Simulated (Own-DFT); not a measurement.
# Energy and forces against displacement in zincblende InP, 64 atoms (In32P32)

These are calculations, not measurements. The program, named Own-DFT, is a retired in-house plane-wave density functional code that no person has reviewed. Each row is one single-point run on a periodic cell that was not relaxed, without spin or spin-orbit coupling.

Settings of every run: PBE; PseudoDojo norm-conserving scalar-relativistic files; cutoff 36 hartree; 3 x 3 x 3 k mesh centred on Gamma; Fermi-Dirac smearing of 0.1 eV.

Known limits, some of them of some rows only: some atoms lie very close together; forces on such cells moved up to 12 meV/angstrom on a denser k mesh; stress not checked against mesh or cutoff.

Cell vectors in Å: (11.737, 0.000, 0.000); (0.000, 11.737, 0.000); (0.000, 0.000, 11.737). In each run every atom was moved at random and independently from its ideal site; u is the rms move along one axis. E is the free energy for each atom above the fitted value at u = 0, and F the rms of the force components.

```
run   u (Å)  E (meV/atom)  F (eV/Å)  largest force (eV/Å)  P (GPa)
  1  0.0208           5.9     0.253                  0.85     3.20
  2  0.0209             ?         ?                     ?        ?
  3  0.0444          29.6     0.579                  1.96     3.50
  4  0.0491          35.5     0.615                  2.19     3.58
  5  0.0569          54.0     0.762                  2.90     3.86
  6  0.0999         129.1     1.303                  5.80     4.76
  7  0.1056         161.5     1.325                  4.93     5.01
  8  0.1584         454.0     3.522                 27.70     8.71
  9  0.1942         481.2     2.608                 12.48     8.80
```

## Worked fit

For small independent moves the energy grows as E = (3/2) K u², with K the mean stiffness felt by one atom. The runs with u up to 0.11 Å give K = 9.7 ± 0.5 eV/Å², with residuals divided by u² + 0.0006 Å², since the noise grows with the moves. The scatter is 3.7 meV/atom at u = 0.05 Å. The forces follow F = G u with G = 12.8 eV/Å²; no force at u = 0 is resolved. G exceeds K because the moves of its neighbours add to the force on an atom, and stiffness differs between atoms. At u = 0.194 Å the parabola gives 551 meV/atom and the run 481. The pressure follows P = 3.20 + 161 u² GPa: at fixed volume, shortened bonds push harder than stretched ones pull.

## Withheld run

Question: what energy and rms force should run 2 give?

The fit gives 6 ± 1 meV/atom and about 0.27 eV/Å. The calculation gave 5.9 meV/atom and 0.246 eV/Å.
